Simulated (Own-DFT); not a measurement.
Simulation results for GaP (zincblende, strained, atoms displaced)

Computed with Own-DFT development build. A calculation, not a measurement: plane-wave PBE density functional theory by an unreviewed code, no spin, of a simulated periodic cell, stress positive in tension, free energy of the whole cell less one offset for each atom, forces on such cells passed a denser k mesh, this cell's mesh not checked; offsets are fitted by least squares, one for each functional and potential file, so energies compare only between cells with the same atoms and settings and are not formation energies; the far tail of each file's local potential was reset to the Coulomb form; each entry is a single point on an unrelaxed cell, so the pressure reflects the starting lattice, mostly measured values (interpolated for alloys), from which strain is counted, and rises with the displacements; printed positions are rounded, which can move forces by about a meV/angstrom; the program, named Own-DFT, is a retired in-house code; no spin-orbit coupling.

Settings shared by all entries: functional PBE; potential files PseudoDojo norm-conserving, scalar-relativistic, standard set; wave cutoff 42 hartree; occupations Fermi-Dirac; smearing width 0.1 eV; hardware one NVIDIA H100; k mesh 3 x 3 x 3 centred on Gamma.

(1) GaP (zincblende, strained, atoms displaced)

```cif
# cell vector a (Å): 10.8620 0.0000 0.0000
# cell vector b (Å): 0.0000 10.8620 0.0000
# cell vector c (Å): 0.0000 0.0000 10.9361
data_GaP
_symmetry_space_group_name_H-M 'P 1'
_symmetry_Int_Tables_number 1
_cell_length_a 10.8620
_cell_length_b 10.8620
_cell_length_c 10.9361
_cell_angle_alpha 90.000
_cell_angle_beta 90.000
_cell_angle_gamma 90.000
_cell_volume 1290.27
loop_
_atom_site_label
_atom_site_type_symbol
_atom_site_fract_x
_atom_site_fract_y
_atom_site_fract_z
_atom_site_occupancy
Ga1 Ga 0.99894 0.99948 0.00255 1
Ga2 Ga 0.00246 0.25087 0.24434 1
Ga3 Ga 0.24627 0.00164 0.24974 1
Ga4 Ga 0.24833 0.24836 0.99868 1
P1 P 0.12691 0.12637 0.12144 1
P2 P 0.12114 0.37719 0.38062 1
P3 P 0.37059 0.12362 0.37623 1
P4 P 0.37266 0.37965 0.12785 1
Ga5 Ga 0.00047 0.99972 0.50268 1
Ga6 Ga 0.00162 0.25238 0.74803 1
Ga7 Ga 0.25023 0.00028 0.74799 1
Ga8 Ga 0.24727 0.24828 0.49976 1
P5 P 0.12512 0.12579 0.62412 1
P6 P 0.12762 0.37536 0.87098 1
P7 P 0.37586 0.12154 0.87588 1
P8 P 0.37639 0.38152 0.62410 1
Ga9 Ga 0.00021 0.49795 0.00180 1
Ga10 Ga 0.99785 0.74698 0.25324 1
Ga11 Ga 0.25415 0.50019 0.25236 1
Ga12 Ga 0.25284 0.74904 0.99751 1
P9 P 0.12964 0.62726 0.12672 1
P10 P 0.12569 0.87381 0.37672 1
P11 P 0.37647 0.62879 0.37326 1
P12 P 0.37531 0.87800 0.12686 1
Ga13 Ga 0.00626 0.50638 0.50168 1
Ga14 Ga 0.99793 0.73996 0.75094 1
Ga15 Ga 0.25116 0.49968 0.74413 1
Ga16 Ga 0.25151 0.75192 0.49971 1
P13 P 0.11730 0.62667 0.62553 1
P14 P 0.12708 0.87494 0.87134 1
P15 P 0.37465 0.62643 0.87418 1
P16 P 0.37405 0.87822 0.62296 1
Ga17 Ga 0.50083 0.99857 0.99457 1
Ga18 Ga 0.50019 0.25471 0.25142 1
Ga19 Ga 0.74970 0.00109 0.25030 1
Ga20 Ga 0.74709 0.24762 0.00336 1
P17 P 0.62615 0.12177 0.12591 1
P18 P 0.62826 0.37390 0.37460 1
P19 P 0.87435 0.12422 0.37811 1
P20 P 0.87721 0.37699 0.12597 1
Ga21 Ga 0.50065 0.99840 0.49751 1
Ga22 Ga 0.50387 0.24990 0.74928 1
Ga23 Ga 0.74960 0.99988 0.75155 1
Ga24 Ga 0.75856 0.25214 0.49811 1
P21 P 0.62326 0.12518 0.63030 1
P22 P 0.62419 0.37798 0.87805 1
P23 P 0.87206 0.12610 0.87221 1
P24 P 0.87501 0.37770 0.62641 1
Ga25 Ga 0.50112 0.49771 0.99741 1
Ga26 Ga 0.50411 0.74885 0.25116 1
Ga27 Ga 0.75344 0.50212 0.25127 1
Ga28 Ga 0.74942 0.74889 0.00152 1
P25 P 0.62639 0.62870 0.12642 1
P26 P 0.62245 0.87629 0.37404 1
P27 P 0.88000 0.62336 0.37671 1
P28 P 0.87374 0.87494 0.12085 1
Ga29 Ga 0.50291 0.50148 0.50251 1
Ga30 Ga 0.50041 0.75531 0.75300 1
Ga31 Ga 0.75071 0.49786 0.75368 1
Ga32 Ga 0.74983 0.74797 0.50143 1
P29 P 0.62922 0.62658 0.62997 1
P30 P 0.62763 0.87411 0.87492 1
P31 P 0.87788 0.62575 0.87283 1
P32 P 0.87172 0.87217 0.62561 1
```

* free energy of cell above offsets: -35.081 eV
* pressure: 3.2 GPa
* stress xx: -3.36 GPa
* stress yy: -3.36 GPa
* stress zz: -2.89 GPa
* stress yz: -0.28 GPa
* stress xz: 0.45 GPa
* stress xy: 0.06 GPa
* wall time: 500.4 s

Force:
```
element  x (eV/Å)  y (eV/Å)  z (eV/Å)
     Ga     0.127       0.1    -0.776
     Ga    -0.148    -0.075     0.767
     Ga     0.186    -0.228     0.017
     Ga     0.521     0.404    -0.159
      P    -0.352    -0.222     0.316
      P     0.558    -0.259    -0.792
      P     0.511     0.346    -0.243
      P     0.346    -0.683    -0.606
     Ga    -0.144    -0.292    -0.041
     Ga    -0.234    -0.222     0.117
     Ga    -0.073     0.109      0.07
     Ga      0.33     0.474     0.126
      P    -0.085    -0.067     0.291
      P    -0.102     0.076     0.354
      P     -0.07     0.651    -0.366
      P     0.055    -1.111    -0.178
     Ga     0.509      0.42    -0.225
     Ga     0.365     0.496    -0.561
     Ga    -0.697     0.209     0.337
     Ga    -0.139     0.483     0.329
      P    -0.417    -0.295      -0.1
      P    -0.357     0.234    -0.232
      P     0.178    -0.401     0.527
      P      0.14    -0.308    -0.225
     Ga    -0.927    -0.805    -0.028
     Ga     0.087     1.654    -0.046
     Ga    -0.259     0.519     0.432
     Ga    -0.173    -0.246     0.194
      P     1.719     0.143     -0.07
      P    -0.471    -0.234     0.239
      P     0.206    -0.311    -0.244
      P     0.266    -0.344     0.211
     Ga     0.067    -0.133     0.692
     Ga    -0.192     -0.59    -0.133
     Ga     0.204    -0.255     0.086
     Ga     0.333     0.268    -0.175
      P    -0.626     0.367    -0.002
      P    -0.012     0.347     0.253
      P     0.616    -0.091    -0.722
      P    -0.468    -0.292    -0.212
     Ga    -0.123     0.509     0.329
     Ga    -0.701     0.377      0.35
     Ga     0.041    -0.107    -0.239
     Ga    -0.855    -0.131     0.575
      P     0.543    -0.067    -1.103
      P     0.305    -0.687     -0.19
      P     0.498     0.121     0.419
      P     0.341     0.162    -0.225
     Ga    -0.388      0.68     0.553
     Ga    -0.537     0.503    -0.266
     Ga    -0.169    -0.041    -0.034
     Ga     0.206     -0.01    -0.407
      P    -0.019    -0.768    -0.189
      P     0.672    -0.291     0.165
      P    -0.715     0.152     0.133
      P      0.15     -0.12     0.864
     Ga     0.209      0.34    -0.354
     Ga    -0.165    -0.314    -0.408
     Ga     0.062     0.209    -0.097
     Ga    -0.035     0.174    -0.366
      P    -0.497    -0.111     -0.12
      P    -0.011     0.051     0.177
      P    -0.665    -0.654     1.016
      P     0.474     0.184     0.198
```

(2) GaP (zincblende, strained, atoms displaced)

```cif
# cell vector a (Å): 10.8620 0.0000 0.0000
# cell vector b (Å): 0.0000 10.8620 0.0000
# cell vector c (Å): 0.0000 0.0000 10.9361
data_GaP
_symmetry_space_group_name_H-M 'P 1'
_symmetry_Int_Tables_number 1
_cell_length_a 10.8620
_cell_length_b 10.8620
_cell_length_c 10.9361
_cell_angle_alpha 90.000
_cell_angle_beta 90.000
_cell_angle_gamma 90.000
_cell_volume 1290.27
loop_
_atom_site_label
_atom_site_type_symbol
_atom_site_fract_x
_atom_site_fract_y
_atom_site_fract_z
_atom_site_occupancy
Ga1 Ga 0.99831 0.00196 0.99925 1
Ga2 Ga 0.99707 0.24883 0.24592 1
Ga3 Ga 0.24931 0.99835 0.24697 1
Ga4 Ga 0.25244 0.25014 0.99728 1
P1 P 0.12303 0.12512 0.12743 1
P2 P 0.12303 0.37631 0.37130 1
P3 P 0.37036 0.12918 0.37587 1
P4 P 0.37944 0.37442 0.12484 1
Ga5 Ga 0.00132 0.99622 0.50302 1
Ga6 Ga 0.00287 0.25037 0.75107 1
Ga7 Ga 0.25136 0.00213 0.74887 1
Ga8 Ga 0.25096 0.24475 0.50228 1
P5 P 0.12615 0.12667 0.62828 1
P6 P 0.12458 0.37197 0.87629 1
P7 P 0.37791 0.12261 0.87760 1
P8 P 0.36904 0.37813 0.62498 1
Ga9 Ga 0.99901 0.50159 0.00455 1
Ga10 Ga 0.99877 0.75154 0.25423 1
Ga11 Ga 0.25186 0.49449 0.25188 1
Ga12 Ga 0.25017 0.74739 0.99665 1
P9 P 0.12720 0.62619 0.12763 1
P10 P 0.12475 0.87222 0.37469 1
P11 P 0.37792 0.62528 0.37069 1
P12 P 0.37258 0.87791 0.12771 1
Ga13 Ga 0.99889 0.50222 0.49970 1
Ga14 Ga 0.00146 0.74935 0.74879 1
Ga15 Ga 0.25243 0.49762 0.75276 1
Ga16 Ga 0.25324 0.75195 0.50180 1
P13 P 0.12176 0.62556 0.62586 1
P14 P 0.12025 0.87465 0.87052 1
P15 P 0.37123 0.63080 0.87497 1
P16 P 0.37255 0.87704 0.62426 1
Ga17 Ga 0.49538 0.99524 0.99944 1
Ga18 Ga 0.49970 0.25722 0.25034 1
Ga19 Ga 0.75333 0.99945 0.25113 1
Ga20 Ga 0.75432 0.24532 0.99936 1
P17 P 0.62587 0.12542 0.12615 1
P18 P 0.62683 0.37899 0.37077 1
P19 P 0.87338 0.12379 0.36830 1
P20 P 0.87425 0.37164 0.12374 1
Ga21 Ga 0.49688 0.00043 0.49913 1
Ga22 Ga 0.50273 0.24934 0.75395 1
Ga23 Ga 0.75281 0.99897 0.75152 1
Ga24 Ga 0.74964 0.24741 0.49958 1
P21 P 0.61877 0.12665 0.62752 1
P22 P 0.62186 0.37282 0.86866 1
P23 P 0.87953 0.12987 0.87148 1
P24 P 0.87877 0.37611 0.62723 1
Ga25 Ga 0.49762 0.50245 0.99866 1
Ga26 Ga 0.49960 0.74810 0.24910 1
Ga27 Ga 0.74774 0.49832 0.24925 1
Ga28 Ga 0.74855 0.75352 0.00102 1
P25 P 0.62424 0.63265 0.12362 1
P26 P 0.63543 0.87955 0.37873 1
P27 P 0.87288 0.62805 0.37577 1
P28 P 0.87884 0.87969 0.11684 1
Ga29 Ga 0.50052 0.49727 0.50323 1
Ga30 Ga 0.49936 0.75234 0.74735 1
Ga31 Ga 0.74529 0.49668 0.75011 1
Ga32 Ga 0.75294 0.75408 0.50252 1
P29 P 0.62350 0.62355 0.62393 1
P30 P 0.62382 0.87677 0.87650 1
P31 P 0.87119 0.62242 0.87268 1
P32 P 0.87731 0.87579 0.62475 1
```

- free energy of cell above offsets: -34.895 eV
- pressure: 3.25 GPa
- stress xx: -3.41 GPa
- stress yy: -3.41 GPa
- stress zz: -2.92 GPa
- stress yz: -0.18 GPa
- stress xz: 0.55 GPa
- stress xy: -0.34 GPa
- wall time: 514.2 s

Force:
```
element  x (eV/Å)  y (eV/Å)  z (eV/Å)
     Ga     0.635     0.355    -0.492
     Ga     0.244      0.19     0.447
     Ga    -0.362      0.42     0.618
     Ga    -0.146    -0.223     0.495
      P     0.396     0.012    -0.623
      P    -0.069    -0.559      0.62
      P     0.681    -0.538    -0.595
      P    -0.614     0.251    -0.407
     Ga     0.092     0.682    -0.579
     Ga     0.023      0.31    -0.312
     Ga    -0.194    -0.143       0.4
     Ga    -0.631     0.909    -0.137
      P     -0.25    -0.329    -0.359
      P     0.122       0.6     0.216
      P    -0.337     0.184    -0.364
      P     0.775     -0.74     0.081
     Ga     0.089     0.029    -0.344
     Ga    -0.077    -0.059    -0.736
     Ga     0.015     0.489    -0.339
     Ga    -0.657     0.813     0.559
      P    -0.122    -0.146     0.042
      P     0.313     0.423     0.259
      P    -0.278    -0.262     0.803
      P     0.179    -0.778    -0.408
     Ga     0.095    -0.084    -0.182
     Ga    -0.548    -0.235     0.122
     Ga    -0.736      0.49     0.029
     Ga    -0.365    -0.609    -0.337
      P     0.776    -0.204    -0.128
      P     0.674     0.295     0.534
      P     0.695    -0.671    -0.418
      P     0.366     0.001     0.059
     Ga     0.594      0.48     0.506
     Ga      0.29    -0.858     0.116
     Ga    -0.159    -0.033    -0.855
     Ga    -0.682     0.346    -0.182
      P    -0.343    -0.241    -0.088
      P    -0.252     -0.48     0.978
      P     0.609     0.142     1.161
      P    -0.208     0.548    -0.007
     Ga     0.269     0.167    -0.202
     Ga     -1.03     0.017    -0.602
     Ga    -0.294     0.377    -0.145
     Ga     0.078     0.207     0.025
      P     0.725    -0.404    -0.328
      P     0.457      0.33      1.43
      P    -0.385    -0.672     0.175
      P    -0.472    -0.244    -0.365
     Ga     0.357     0.131    -0.168
     Ga     0.341     0.885     0.378
     Ga     0.401     0.695    -0.448
     Ga     0.389     -0.16    -0.405
      P     0.157    -0.953    -0.052
      P    -1.369    -0.422    -0.329
      P    -0.118    -0.364    -0.142
      P    -0.491    -0.671     1.123
     Ga    -0.189     0.232    -0.548
     Ga     0.113    -0.074     0.121
     Ga     0.378     0.224    -0.278
     Ga    -0.229    -0.489     0.101
      P     0.239     0.395      0.09
      P      0.07    -0.163    -0.363
      P     0.162     0.272     0.314
      P    -0.185    -0.096     0.468
```

(3) GaP (zincblende, strained, atoms displaced)

```cif
# cell vector a (Å): 10.8620 0.0000 0.0000
# cell vector b (Å): 0.0000 10.8620 0.0000
# cell vector c (Å): 0.0000 0.0000 10.9361
data_GaP
_symmetry_space_group_name_H-M 'P 1'
_symmetry_Int_Tables_number 1
_cell_length_a 10.8620
_cell_length_b 10.8620
_cell_length_c 10.9361
_cell_angle_alpha 90.000
_cell_angle_beta 90.000
_cell_angle_gamma 90.000
_cell_volume 1290.27
loop_
_atom_site_label
_atom_site_type_symbol
_atom_site_fract_x
_atom_site_fract_y
_atom_site_fract_z
_atom_site_occupancy
Ga1 Ga 0.00467 0.00056 0.00024 1
Ga2 Ga 0.99549 0.24905 0.24989 1
Ga3 Ga 0.24850 0.99697 0.24885 1
Ga4 Ga 0.24672 0.24636 0.00479 1
P1 P 0.12710 0.12521 0.12883 1
P2 P 0.12755 0.37969 0.37702 1
P3 P 0.37254 0.12674 0.37719 1
P4 P 0.37796 0.37374 0.12458 1
Ga5 Ga 0.00233 0.00112 0.50327 1
Ga6 Ga 0.00028 0.24640 0.74848 1
Ga7 Ga 0.25596 0.99960 0.75016 1
Ga8 Ga 0.25099 0.25416 0.50019 1
P5 P 0.12480 0.12109 0.62457 1
P6 P 0.12649 0.37865 0.87738 1
P7 P 0.37732 0.12696 0.87206 1
P8 P 0.36938 0.37434 0.62937 1
Ga9 Ga 0.00411 0.50523 0.99982 1
Ga10 Ga 0.99782 0.75403 0.25463 1
Ga11 Ga 0.25052 0.50148 0.24962 1
Ga12 Ga 0.24962 0.74968 0.00283 1
P9 P 0.12713 0.62411 0.12096 1
P10 P 0.12205 0.87677 0.37405 1
P11 P 0.37809 0.62506 0.37127 1
P12 P 0.37436 0.87316 0.12594 1
Ga13 Ga 0.99606 0.50007 0.50120 1
Ga14 Ga 0.00155 0.74679 0.75155 1
Ga15 Ga 0.25341 0.50018 0.74920 1
Ga16 Ga 0.25105 0.74724 0.49937 1
P13 P 0.12639 0.62300 0.62770 1
P14 P 0.12486 0.87713 0.87742 1
P15 P 0.37372 0.62825 0.87464 1
P16 P 0.37549 0.87559 0.62886 1
Ga17 Ga 0.49978 0.99948 0.99746 1
Ga18 Ga 0.50347 0.25102 0.25078 1
Ga19 Ga 0.74722 0.99896 0.24539 1
Ga20 Ga 0.74887 0.24753 0.99781 1
P17 P 0.62658 0.12604 0.12736 1
P18 P 0.62744 0.36944 0.37697 1
P19 P 0.87280 0.12756 0.37446 1
P20 P 0.87488 0.37686 0.12465 1
Ga21 Ga 0.49712 0.99656 0.50096 1
Ga22 Ga 0.50299 0.24534 0.74811 1
Ga23 Ga 0.74811 0.99601 0.74812 1
Ga24 Ga 0.74843 0.24734 0.49741 1
P21 P 0.63103 0.12452 0.62551 1
P22 P 0.62446 0.37079 0.87451 1
P23 P 0.87384 0.12482 0.87793 1
P24 P 0.86910 0.37908 0.62947 1
Ga25 Ga 0.50369 0.50392 0.99744 1
Ga26 Ga 0.49892 0.75670 0.24515 1
Ga27 Ga 0.75323 0.49880 0.25443 1
Ga28 Ga 0.75100 0.75299 0.99966 1
P25 P 0.62610 0.62836 0.12205 1
P26 P 0.62725 0.87219 0.37409 1
P27 P 0.87541 0.62359 0.37447 1
P28 P 0.87456 0.87972 0.12325 1
Ga29 Ga 0.50134 0.50042 0.50123 1
Ga30 Ga 0.49896 0.74726 0.74677 1
Ga31 Ga 0.74790 0.49928 0.75431 1
Ga32 Ga 0.74746 0.75085 0.49708 1
P29 P 0.62312 0.62755 0.62508 1
P30 P 0.62662 0.87459 0.87051 1
P31 P 0.87585 0.63213 0.87068 1
P32 P 0.87769 0.87616 0.62419 1
```

- free energy of cell above offsets: -35.138 eV
- pressure: 3.19 GPa
- stress xx: -3.35 GPa
- stress yy: -3.34 GPa
- stress zz: -2.87 GPa
- stress yz: 0.03 GPa
- stress xz: 0.31 GPa
- stress xy: 0.12 GPa
- wall time: 501.3 s

Force:
```
element  x (eV/Å)  y (eV/Å)  z (eV/Å)
     Ga    -0.351     0.357     0.118
     Ga     0.525     0.487     0.168
     Ga     0.276     0.287     0.358
     Ga     0.509     0.559    -0.539
      P    -0.489     -0.18    -0.021
      P    -0.615    -0.401    -0.269
      P     0.316    -0.292    -0.304
      P    -0.069     0.256    -0.042
     Ga    -0.506     0.053    -0.576
     Ga    -0.101     0.512     0.303
     Ga    -0.661     0.123     0.267
     Ga    -0.427    -0.361     0.098
      P     0.562     0.586     0.171
      P    -0.066    -0.606    -0.299
      P    -0.321    -0.111     0.592
      P     1.207    -0.119    -0.439
     Ga    -0.758     -0.32    -0.326
     Ga     0.028    -0.392    -0.828
     Ga     0.185    -0.182    -0.224
     Ga    -0.016     0.192    -0.412
      P    -0.281     0.528     1.065
      P     0.466    -0.182     0.467
      P     0.039     0.181     0.183
      P    -0.126     0.674    -0.514
     Ga     0.294    -0.095      0.29
     Ga     0.345     0.764    -0.451
     Ga    -0.428     0.154     0.591
     Ga    -0.071       0.2    -0.008
      P    -0.121      0.12    -0.394
      P     0.413    -0.298    -0.384
      P     0.212    -0.215     0.032
      P    -0.115    -0.448     -0.64
     Ga      0.16      0.06     0.116
     Ga    -0.479    -0.194     0.026
     Ga     0.319     0.146     0.608
     Ga     0.218     0.318     0.436
      P    -0.478    -0.161    -0.531
      P    -0.356     0.893    -0.065
      P     0.236    -0.764     0.051
      P     0.035     0.009    -0.374
     Ga     0.416     0.413      -0.1
     Ga    -0.128     0.443    -0.226
     Ga     0.666     0.359      0.19
     Ga       0.5     0.311     0.606
      P    -0.723    -0.341    -0.365
      P    -0.141     0.391     0.083
      P     0.233     -0.38    -0.455
      P     0.497     -0.72    -0.563
     Ga    -0.346    -0.353     0.054
     Ga     0.444    -0.795     0.453
     Ga    -0.517    -0.012    -0.529
     Ga     0.081     0.052    -0.164
      P     0.206     -0.25     0.532
      P    -0.518     0.601    -0.184
      P    -0.057     0.396     0.279
      P      0.29    -0.424     0.135
     Ga    -0.252    -0.346     -0.06
     Ga     0.016     0.312     0.461
     Ga     -0.13     0.451    -0.029
     Ga     0.572    -0.204      0.44
      P     0.421    -0.455    -0.067
      P    -0.488    -0.232     0.417
      P    -0.352    -0.898     0.817
      P      -0.2    -0.462    -0.024
```

(4) GaP (zincblende, strained, atoms displaced)

```cif
# cell vector a (Å): 10.8620 0.0000 0.0000
# cell vector b (Å): 0.0000 10.8620 0.0000
# cell vector c (Å): 0.0000 0.0000 10.9361
data_GaP
_symmetry_space_group_name_H-M 'P 1'
_symmetry_Int_Tables_number 1
_cell_length_a 10.8620
_cell_length_b 10.8620
_cell_length_c 10.9361
_cell_angle_alpha 90.000
_cell_angle_beta 90.000
_cell_angle_gamma 90.000
_cell_volume 1290.27
loop_
_atom_site_label
_atom_site_type_symbol
_atom_site_fract_x
_atom_site_fract_y
_atom_site_fract_z
_atom_site_occupancy
Ga1 Ga 0.00457 0.99833 0.99488 1
Ga2 Ga 0.00046 0.24385 0.24824 1
Ga3 Ga 0.25376 0.00017 0.25083 1
Ga4 Ga 0.25738 0.25551 0.99680 1
P1 P 0.12190 0.12709 0.12187 1
P2 P 0.12545 0.37349 0.37756 1
P3 P 0.37398 0.12522 0.37489 1
P4 P 0.37783 0.37147 0.11970 1
Ga5 Ga 0.00015 0.99834 0.50063 1
Ga6 Ga 0.00046 0.24881 0.74784 1
Ga7 Ga 0.24855 0.00281 0.74928 1
Ga8 Ga 0.25117 0.24965 0.50148 1
P5 P 0.12506 0.12616 0.62130 1
P6 P 0.12511 0.37226 0.87560 1
P7 P 0.37776 0.12564 0.87816 1
P8 P 0.37566 0.37313 0.62072 1
Ga9 Ga 0.99936 0.49936 0.00173 1
Ga10 Ga 0.99611 0.75102 0.24678 1
Ga11 Ga 0.25089 0.49486 0.24936 1
Ga12 Ga 0.24987 0.75096 0.00037 1
P9 P 0.12634 0.62141 0.12320 1
P10 P 0.12236 0.87493 0.37393 1
P11 P 0.37772 0.62291 0.37272 1
P12 P 0.38116 0.87503 0.12428 1
Ga13 Ga 0.99751 0.50015 0.50024 1
Ga14 Ga 0.99727 0.74901 0.74702 1
Ga15 Ga 0.25030 0.49842 0.75181 1
Ga16 Ga 0.25204 0.74982 0.49914 1
P13 P 0.12376 0.62316 0.62072 1
P14 P 0.12593 0.87608 0.88147 1
P15 P 0.37701 0.62360 0.87707 1
P16 P 0.37193 0.87461 0.62242 1
Ga17 Ga 0.50264 0.00225 0.00334 1
Ga18 Ga 0.49377 0.25067 0.25092 1
Ga19 Ga 0.75157 0.99809 0.25392 1
Ga20 Ga 0.75281 0.24716 0.99724 1
P17 P 0.62932 0.12117 0.12461 1
P18 P 0.62760 0.36938 0.37919 1
P19 P 0.87437 0.12075 0.37512 1
P20 P 0.87759 0.37256 0.12200 1
Ga21 Ga 0.50128 0.99904 0.50270 1
Ga22 Ga 0.49985 0.24996 0.75110 1
Ga23 Ga 0.74964 0.00140 0.74841 1
Ga24 Ga 0.74830 0.24739 0.50269 1
P21 P 0.62746 0.12157 0.62009 1
P22 P 0.62462 0.37576 0.87148 1
P23 P 0.87525 0.12849 0.88133 1
P24 P 0.86975 0.37786 0.62409 1
Ga25 Ga 0.50006 0.50030 0.00464 1
Ga26 Ga 0.50436 0.74398 0.25079 1
Ga27 Ga 0.75296 0.49719 0.24661 1
Ga28 Ga 0.75640 0.74905 0.99452 1
P25 P 0.62121 0.62255 0.12665 1
P26 P 0.62455 0.87963 0.37568 1
P27 P 0.87970 0.62232 0.37728 1
P28 P 0.87552 0.87491 0.12770 1
Ga29 Ga 0.50178 0.50440 0.49675 1
Ga30 Ga 0.49637 0.74734 0.74982 1
Ga31 Ga 0.74880 0.49905 0.74513 1
Ga32 Ga 0.74892 0.74974 0.48973 1
P29 P 0.62696 0.62431 0.62132 1
P30 P 0.62735 0.87861 0.87421 1
P31 P 0.87616 0.62194 0.87586 1
P32 P 0.87468 0.87663 0.62654 1
```

* free energy of cell above offsets: -34.988 eV
* pressure: 3.22 GPa
* stress xx: -3.38 GPa
* stress yy: -3.42 GPa
* stress zz: -2.87 GPa
* stress yz: -0.05 GPa
* stress xz: -0.02 GPa
* stress xy: 0.14 GPa
* wall time: 504.3 s

Force:
```
element  x (eV/Å)  y (eV/Å)  z (eV/Å)
     Ga    -0.729     0.404     0.923
     Ga    -0.117      0.49      0.38
     Ga    -0.543    -0.096    -0.417
     Ga    -0.984     -0.79      0.04
      P     1.107    -0.295    -0.098
      P    -0.289     -0.15    -0.316
      P      0.14    -0.184     0.345
      P     -0.13     0.557     0.838
     Ga    -0.014    -0.027    -0.043
     Ga    -0.268     0.186     0.106
     Ga     0.073    -0.112     0.271
     Ga    -0.051     0.034    -0.297
      P    -0.126    -0.169     0.342
      P    -0.075     0.346    -0.191
      P    -0.091    -0.267    -0.475
      P     0.227     0.447     0.483
     Ga     0.296    -0.192     -0.27
     Ga     0.646    -0.461     0.278
     Ga    -0.006      0.09    -0.071
     Ga     0.379    -0.165     0.295
      P    -0.012     0.372     0.366
      P     0.433    -0.177    -0.117
      P    -0.495     0.148    -0.026
      P    -0.412    -0.303     0.325
     Ga     0.348    -0.456     0.104
     Ga      0.44     0.058     0.337
     Ga    -0.041    -0.021    -0.318
     Ga     -0.43    -0.165    -0.421
      P     0.333     0.167     0.589
      P     0.156    -0.519    -1.432
      P    -0.359     0.007    -0.049
      P     0.252     0.099     0.502
     Ga     0.141     -0.26    -0.329
     Ga     1.025    -0.302    -0.077
     Ga    -0.087     0.086    -0.479
     Ga    -0.751     0.665     0.478
      P    -0.221     0.711     0.474
      P    -0.383     0.603    -0.791
      P     0.176     0.532       0.3
      P    -0.217    -0.094     0.335
     Ga    -0.436     0.088    -0.306
     Ga     0.096    -0.161    -0.471
     Ga     0.297     0.189      0.35
     Ga     0.508    -0.053    -0.356
      P    -0.449     0.339     0.931
      P     0.134     0.013     0.512
      P     0.423    -0.824    -1.331
      P     0.747    -0.678    -0.045
     Ga     0.229    -0.183    -0.687
     Ga    -0.295     0.852     0.117
     Ga    -0.172    -0.126     0.431
     Ga     -0.72     0.213     0.616
      P      1.23     0.173    -0.395
      P    -0.264    -0.667    -0.298
      P      -0.6      0.26    -0.869
      P    -0.141     0.182    -0.714
     Ga     0.113    -0.748     0.202
     Ga     0.573     0.343    -0.097
     Ga    -0.146     0.334     0.574
     Ga     0.262     0.113     0.842
      P    -0.185     0.554     0.149
      P    -0.366    -0.535     -0.06
      P     0.032     -0.15    -0.575
      P    -0.211    -0.324    -0.413
```
